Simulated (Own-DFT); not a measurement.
# Stretching a layer in its plane: wurtzite AlGaN with randomly placed atoms, 72 atoms (Al27Ga9N36)

No measurement is shown. These are fixed-geometry runs of a retired plane-wave code named Own-DFT, which no person has reviewed; spin and spin-orbit coupling are neglected.

Settings: PBE; PseudoDojo norm-conserving scalar-relativistic files; cutoff 42 hartree; 4 x 4 x 3 k mesh centred on Gamma; Fermi-Dirac smearing of 0.1 eV.

Limits: forces on such cells passed a denser k mesh, each cell not checked; stress not checked against mesh or cutoff.

Unstrained cell vectors in Å: (9.394, 0.000, 0.000); (-4.697, 8.135, 0.000); (0.000, 0.000, 10.066). The unstrained cell has measured lattice constants (interpolated for alloys), not those of this functional. That, the random moves and any unrelaxed bonds set the pressure at no strain. Each run strains x and y alike by e, as a substrate would, and holds the height along z. Each coordinate of each atom was shifted by a normal deviate of width 0.05 Å. The random placing of the alloy's atoms differs from row to row. Stress is positive in tension.

```
e (%)  u (Å)  (s_xx + s_yy)/2 (GPa)  s_zz (GPa)
-3.00  0.050                 -25.59      -13.97
-2.75  0.052                 -23.17      -13.23
-2.25  0.047                 -21.69       -9.17
-2.00  0.053                 -19.40      -10.03
-1.75  0.046                      ?           ?
-1.25  0.052                 -15.53       -8.78
-0.50  0.049                 -10.10       -6.24
 0.50  0.051                  -3.92       -5.73
 2.50  0.051                   6.02       -2.22
 2.75  0.052                   7.38       -2.79
```

## Fit

With e as a fraction, the in-plane stress is -7.5 + 573 e - 1093 e² GPa (errors 11 and 696, scatter 0.65), and s_zz is -6.8 + 184 e GPa (slope ± 21, scatter 1.27). At e = 0 the first slope is C11 + C12 and the second 2 C13, both with the ions held to the strained lattice and at the cell's own pressure. A free layer would change its height as e changes, and the in-plane slope would drop by 2 C13²/C33 to the biaxial modulus. At fixed height, a misfit of 1 % moves the in-plane stress by about 5.7 GPa and s_zz by 1.8 GPa.

## Withheld run

The question: what are the two stresses at e = -1.75 %?

From the fit: -17.8 and -10.0 GPa. The calculation gave -17.64 and -7.52 GPa.
